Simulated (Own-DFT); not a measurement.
# Response to strain: 4H SiC, 72 atoms (C36Si36)

The numbers are computed, not measured, by runs of the plane-wave DFT program Own-DFT (in-house, retired, unreviewed) at fixed positions, with no spin and no spin-orbit coupling.

Method: PBE; PseudoDojo norm-conserving scalar-relativistic files; cutoff 42 hartree; 4 x 4 x 3 k mesh centred on Gamma; Fermi-Dirac smearing of 0.1 eV.

Keep in mind: forces on such cells passed a denser k mesh, each cell not checked; stress not checked against mesh or cutoff.

Unstrained cell vectors in Å: (9.248, 0.000, 0.000); (-4.624, 8.009, 0.000); (0.000, 0.000, 10.068). The unstrained cell has measured lattice constants (interpolated for alloys), not those of this functional. That, the random moves and any unrelaxed bonds set the pressure at no strain. The cell is deformed uniformly in each run, and the atoms keep their fractional places. Each atom got a random Gaussian move of width 0.05 Å along each axis. Strains are tensor components in per cent; tension counts as positive stress, and P is minus the mean normal stress.

```
run,e_xx (%),e_yy (%),e_zz (%),e_yz (%),e_xz (%),e_xy (%),s_xx (GPa),s_yy (GPa),s_zz (GPa),s_yz (GPa),s_xz (GPa),s_xy (GPa),P (GPa),E (meV/atom)
1,-1.04,1.54,-1.77,1.48,0.34,0.18,-9.95,1.08,-17.74,5.47,1.08,1.93,8.87,29.3
2,-0.45,-1.75,1.78,-1.69,-0.29,0.63,-8.48,-14.30,3.90,-4.96,-0.73,3.31,6.29,8.5
3,-0.76,1.72,0.09,0.48,1.19,1.93,-9.99,3.00,-2.38,1.91,4.34,8.33,3.12,4.4
4,-1.90,-1.32,1.57,-0.52,0.63,-1.57,-17.02,-13.19,0.70,-2.38,1.67,-8.48,9.84,26.2
5,0.59,0.29,1.48,-1.81,-1.86,1.03,-0.99,-3.18,3.25,-6.10,-5.43,5.27,0.30,4.7
6,-1.44,0.13,-1.42,1.03,-1.32,-0.13,-12.97,-7.20,-16.40,4.15,-4.19,-3.43,12.19,27.5
7,1.72,0.70,-0.98,-0.10,-1.73,1.82,1.94,-1.16,-11.04,0.43,-5.46,9.13,3.42,36.3
8,-0.73,-1.38,-0.38,1.15,-0.10,0.39,-9.07,-15.92,-11.70,5.24,-1.16,2.69,12.23,44.3
9,1.78,0.88,0.72,1.07,0.60,1.43,6.94,1.36,-4.14,2.66,1.28,6.03,-1.38,8.2
10,-0.35,1.64,1.82,-1.65,1.97,-0.35,-3.65,2.44,4.73,-5.73,6.67,-1.24,-1.17,0.0
11,-0.84,0.61,-0.55,-1.33,-0.27,-0.85,-8.19,-2.93,-9.66,-4.62,-0.55,-3.66,6.93,2.4
12,1.63,1.33,-0.41,1.69,1.31,-1.09,4.04,2.68,-6.72,6.07,3.74,-5.38,0.00,3.5
13,-0.11,-1.88,-1.45,-1.36,-1.32,-0.16,-8.84,-15.95,-15.43,-4.25,-5.08,-1.03,13.41,17.9
14,-1.35,0.24,-0.99,1.71,-1.66,0.95,-15.06,-3.63,-13.81,5.52,-5.22,6.66,10.83,31.9
15,-1.55,0.72,-0.50,1.92,-0.01,1.50,-12.80,-2.37,-10.25,6.52,-0.31,6.37,8.48,17.9
16,0.13,-0.61,-0.72,-1.57,1.47,-1.70,-5.31,-9.73,-11.18,-4.79,5.58,-7.86,8.74,27.3
17,1.04,0.54,0.43,-1.50,1.66,1.31,?,?,?,?,?,?,?,?
```

The last column gives the free energy per atom over the lowest of the runs shown.

## What the rows give

Least squares on the runs shown: each stress against a constant and the strains, taken as fractions with shears doubled. Shear strains stay in the fit of a normal stress only where such slopes are resolved. The slopes, in GPa:

| stress | at no strain | per e_xx | per e_yy | per e_zz | scatter |
|---|---|---|---|---|---|
| s_xx | -5.4 | 538 ± 32 | 88 ± 31 | 63 ± 31 | 1.42 |
| s_yy | -5.7 | 68 ± 23 | 542 ± 23 | 34 ± 22 | 1.03 |
| s_zz | -6.7 | 37 ± 34 | 64 ± 33 | 607 ± 33 | 1.51 |

The slope of each shear stress on twice its own strain, from a fit on all six strains: yz 165 ± 8, xz 160 ± 6, xy 242 ± 22 GPa. These are stiffnesses along x, y and z of the frame in which the cell vectors are given, with the crystal's c axis along z: C11, C12, C13 and C33. Hexagonal symmetry asks that xx and yy behave alike, which is a second check on the noise. No internal relaxation is included, and where it is allowed it would reduce some of the slopes. Symmetry asks for nearly equal slopes across the diagonal; the mismatch is a measure of noise. A ninth of the table's sum, 227 ± 5 GPa, estimates the bulk modulus near the mean pressure of these runs, 6.4 GPa, so it lies above the value at zero pressure.

## Prediction

The question: what normal stresses and pressure should run 17 give?

The fitted form gives s_xx = 1.0, s_yy = -1.9, s_zz = -3.4 and P = 1.4 GPa. The calculation gave 0.32, -0.80, -2.47 and P = 0.98 GPa.
